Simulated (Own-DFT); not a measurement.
# Strain and stress in 3C SiC, 96 atoms (C48Si48)

Source: density functional calculations with Own-DFT, an unreviewed in-house program that is no longer used. Nothing was measured or relaxed, and spin and spin-orbit coupling are left out.

Common settings: PBE; PseudoDojo norm-conserving scalar-relativistic files; cutoff 42 hartree; 3 x 4 x 4 k mesh centred on Gamma; Fermi-Dirac smearing of 0.1 eV.

Limits: forces on such cells passed a denser k mesh, each cell not checked; stress not checked against mesh or cutoff.

Unstrained cell vectors in Å: (13.079, 0.000, 0.000); (0.000, 8.719, 0.000); (0.000, 0.000, 8.719). The unstrained cell has measured lattice constants (interpolated for alloys), not those of this functional. That, the random moves and any unrelaxed bonds set the pressure at no strain. The cell is deformed uniformly in each run, and the atoms keep their fractional places. All atoms carry random offsets, Gaussian with a width of 0.05 Å per axis. Stress is counted positive in tension, P = -(s_xx + s_yy + s_zz)/3, and strain components are those of the symmetric tensor.

```
run  e_xx (%)  e_yy (%)  e_zz (%)  e_yz (%)  e_xz (%)  e_xy (%)  s_xx (GPa)  s_yy (GPa)  s_zz (GPa)  s_yz (GPa)  s_xz (GPa)  s_xy (GPa)  P (GPa)  E (meV/atom)
  1      0.38      1.31     -1.70      1.92      1.01      0.73       -4.79       -2.13       -9.66        9.76        5.70        4.23     5.53          14.8
  2      1.18      1.33     -0.55      0.29      0.74     -1.75        0.12        0.42       -3.98        3.18        5.40       -9.27     1.15           8.0
  3      1.55      0.98     -1.19      0.90     -0.39      0.65       -0.21       -1.99       -6.42        3.86       -1.78        3.87     2.87          22.5
  4      0.96     -0.03     -0.89      0.09      1.02      0.69       -2.92       -5.40       -7.72       -0.66        6.55        3.56     5.34           9.5
  5     -0.37     -1.88     -1.59     -1.82     -0.67      1.61      -13.39      -16.91      -16.59      -10.83       -4.16        8.05    15.63          68.7
  6     -1.68      1.41      1.80      0.72      0.89     -0.27       -6.71        0.53        1.25        3.25        4.77       -1.83     1.64           3.7
  7      0.32     -1.40     -1.38     -1.66     -0.97      1.82       -9.41      -14.74      -13.74       -9.55       -5.71        9.80    12.63          75.7
  8      1.37      0.53      1.83      1.02      1.15      0.46        2.08        0.50        3.30        3.71        7.14        2.95    -1.96          32.0
  9     -1.30      1.76      1.52      0.05      0.44     -0.75       -5.70        1.50        0.87        0.02        1.38       -3.75     1.11          14.9
 10      1.06     -1.90     -1.63      0.28     -0.75      0.13       -6.84      -14.33      -13.70        1.02       -5.46       -0.19    11.62          38.2
 11     -0.54      0.55     -0.71      1.57     -1.14     -0.42       -8.25       -5.75       -8.59        9.99       -8.66        0.43     7.53          29.3
 12      0.06     -0.53      1.72      0.97     -0.16     -0.05       -3.36       -4.79        1.18        6.58       -0.63       -0.50     2.32           0.0
 13     -1.41      1.97      1.22     -0.72      0.10     -0.56       -5.78        2.01       -0.37       -4.72       -0.36       -3.01     1.38           8.2
 14     -0.69     -1.10      1.64      0.67      1.31      0.49       -7.81       -8.33       -1.67        4.29        6.95        2.74     5.94          15.9
 15      1.96     -0.92      1.40     -0.47      0.14      0.16        2.37       -4.38        1.25       -3.66        1.23        1.53     0.25          12.7
 16      0.00     -0.53      1.28     -0.85      1.23     -0.50           ?           ?           ?           ?           ?           ?        ?             ?
```

The last column gives the free energy per atom over the lowest of the runs shown.

## What the rows give

Least squares on the runs shown: each stress against a constant and the strains, taken as fractions with shears doubled. Shear strains stay in the fit of a normal stress only where such slopes are resolved. The slopes, in GPa:

| stress | at no strain | per e_xx | per e_yy | per e_zz | scatter |
|---|---|---|---|---|---|
| s_xx | -5.8 | 378 ± 13 | 167 ± 11 | 152 ± 10 | 0.50 |
| s_yy | -5.9 | 145 ± 15 | 409 ± 13 | 163 ± 12 | 0.61 |
| s_zz | -5.9 | 154 ± 15 | 163 ± 13 | 401 ± 11 | 0.59 |

The slope of each shear stress on twice its own strain, from a fit on all six strains: yz 290 ± 13, xz 314 ± 13, xy 273 ± 17 GPa. These are stiffnesses along x, y and z of the frame in which the cell vectors are given, which need not be the crystal's axes. No internal relaxation is included, and where it is allowed it would reduce some of the slopes. The table should be nearly symmetric about its diagonal, and what it lacks of that shows the noise. A ninth of the table's sum, 237 ± 7 GPa, estimates the bulk modulus near the mean pressure of these runs, 4.9 GPa, so it lies above the value at zero pressure.

## Withheld run

Q: what normal stresses and pressure should run 16 give?

Estimate: s_xx = -4.7, s_yy = -6.0, s_zz = -1.6 and P = 4.1 GPa. DFT gave -4.42, -6.05, -1.19 and P = 3.89 GPa.
